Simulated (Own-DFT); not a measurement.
# Response to strain: hcp Hf, 36 atoms (Hf36)

No measurement is shown. These are fixed-geometry runs of a retired plane-wave code named Own-DFT, which no person has reviewed; spin and spin-orbit coupling are neglected.

All runs used: PBE; PseudoDojo norm-conserving scalar-relativistic files; cutoff 42 hartree; 4 x 4 x 4 k mesh centred on Gamma; cold (Marzari-Vanderbilt) smearing of 0.2 eV.

Known weak points: hafnium file: forces about 75 meV/angstrom off all-electron values; forces on such cells passed a denser k mesh, each cell not checked; stress not checked against mesh or cutoff.

Unstrained cell vectors in Å: (9.589, 0.000, 0.000); (-4.795, 8.304, 0.000); (0.000, 0.000, 10.102). The unstrained cell has measured lattice constants (interpolated for alloys), not those of this functional. That, the random moves and any unrelaxed bonds set the pressure at no strain. In each run the cell takes a homogeneous strain; fractional positions stay. All atoms carry random offsets, Gaussian with a width of 0.05 Å per axis. Strains are tensor components in per cent; tension counts as positive stress, and P is minus the mean normal stress.

| run | e_xx (%) | e_yy (%) | e_zz (%) | e_yz (%) | e_xz (%) | e_xy (%) | s_xx (GPa) | s_yy (GPa) | s_zz (GPa) | s_yz (GPa) | s_xz (GPa) | s_xy (GPa) | P (GPa) | E (meV/atom) |
|---|---|---|---|---|---|---|---|---|---|---|---|---|---|---|
| 1 | 1.39 | -1.47 | -1.85 | 1.45 | 1.58 | 0.79 | -1.15 | -4.57 | -5.73 | 1.50 | 1.61 | 1.22 | 3.82 | 17.3 |
| 2 | 1.79 | -1.51 | -1.34 | 1.15 | -1.56 | 1.95 | -0.03 | -4.32 | -4.24 | 1.47 | -1.52 | 2.87 | 2.87 | 24.3 |
| 3 | 0.59 | -0.82 | 1.83 | 1.31 | -1.59 | -1.16 | 0.72 | -1.51 | 1.74 | 1.25 | -1.30 | -1.62 | -0.32 | 11.4 |
| 4 | -0.62 | -0.69 | 1.65 | -0.99 | 0.92 | 0.68 | -1.82 | -1.84 | 0.69 | -0.89 | 0.90 | 1.03 | 0.99 | 6.5 |
| 5 | -1.37 | 0.78 | 0.94 | -0.94 | -0.48 | -1.33 | -2.91 | -0.03 | -0.01 | -0.87 | -0.55 | -1.83 | 0.99 | 4.7 |
| 6 | 0.87 | -0.17 | 1.27 | 0.33 | 1.37 | 0.87 | 1.44 | -0.45 | 1.49 | 0.33 | 1.27 | 1.04 | -0.83 | 0.0 |
| 7 | 1.03 | -0.35 | 1.24 | -1.93 | 1.37 | -0.30 | 1.17 | -0.31 | 1.17 | -1.79 | 1.19 | -0.14 | -0.68 | 7.1 |
| 8 | 1.17 | -0.71 | 0.70 | -1.00 | -1.79 | 1.96 | 0.98 | -1.71 | 0.13 | -0.90 | -1.62 | 2.38 | 0.20 | 10.4 |
| 9 | 1.37 | -1.50 | -0.41 | -0.68 | 0.65 | -1.03 | 0.36 | -4.15 | -2.86 | -0.78 | 0.67 | -1.53 | 2.22 | 15.2 |
| 10 | -1.24 | -1.96 | 1.55 | -0.25 | -0.04 | -1.80 | -3.96 | -5.12 | -0.54 | -0.25 | -0.03 | -2.96 | 3.20 | 14.7 |
| 11 | 1.84 | -1.45 | 0.81 | 1.23 | 1.55 | -1.76 | 1.39 | -2.08 | 0.42 | 1.31 | 1.54 | -2.66 | 0.09 | 11.5 |
| 12 | -1.54 | -1.34 | -0.11 | -1.47 | -0.42 | 0.09 | -5.08 | -5.42 | -3.95 | -1.48 | -0.45 | -0.03 | 4.82 | 10.8 |
| 13 | -1.18 | -1.96 | 1.77 | -1.43 | -1.53 | -1.50 | -3.72 | -4.79 | -0.52 | -1.41 | -1.46 | -2.21 | 3.01 | 21.3 |
| 14 | -1.05 | 1.74 | -1.30 | 0.74 | 0.40 | 0.90 | -3.10 | 0.44 | -3.97 | 0.72 | 0.49 | 1.41 | 2.21 | 4.3 |
| 15 | 1.48 | -0.77 | 1.70 | -1.65 | 0.87 | 1.00 | 2.32 | -0.88 | 2.30 | -1.66 | 0.84 | 1.40 | -1.25 | 4.7 |
| 16 | -0.38 | 1.75 | 1.97 | 0.81 | -0.55 | -1.40 | 0.19 | 3.10 | 3.00 | 0.70 | -0.45 | -1.66 | -2.10 | 8.4 |
| 17 | 0.81 | -1.05 | 1.71 | -1.28 | -1.77 | 1.57 | 1.00 | -2.04 | 1.40 | -1.22 | -1.64 | 2.11 | -0.12 | 16.8 |
| 18 | 1.05 | 0.52 | -1.72 | -0.14 | 0.08 | -1.97 | ? | ? | ? | ? | ? | ? | ? | ? |

The last column gives the free energy per atom over the lowest of the runs shown.

## What the rows give

Least squares on the runs shown: each stress against a constant and the strains, taken as fractions with shears doubled. Shear strains stay in the fit of a normal stress only where such slopes are resolved. The slopes, in GPa:

```
stress  at no strain  per e_xx  per e_yy  per e_zz  scatter
  s_xx          -1.4   192 ± 5    64 ± 5    72 ± 5     0.24
  s_yy          -1.4    67 ± 5   200 ± 5    71 ± 5     0.23
  s_zz          -1.8    69 ± 4    68 ± 4   205 ± 4     0.18
```

The slope of each shear stress on twice its own strain, from a fit on all six strains: yz 50 ± 1, xz 47 ± 1, xy 69 ± 3 GPa. These are stiffnesses along x, y and z of the frame in which the cell vectors are given, with the crystal's c axis along z: C11, C12, C13 and C33. Hexagonal symmetry asks that xx and yy behave alike, which is a second check on the noise. The atoms are held to the strained lattice; where symmetry lets them move under strain, relaxing them would lower some slopes. Symmetry asks for nearly equal slopes across the diagonal; the mismatch is a measure of noise. A ninth of the table's sum, 112 ± 1 GPa, estimates the bulk modulus near the mean pressure of these runs, 1.1 GPa.

## The run left out

Asked: what normal stresses and pressure should run 18 give?

From the fit: s_xx = -0.3, s_yy = -0.9, s_zz = -4.2 and P = 1.8 GPa. Computed: 0.14, -1.45, -4.27 and P = 1.86 GPa.
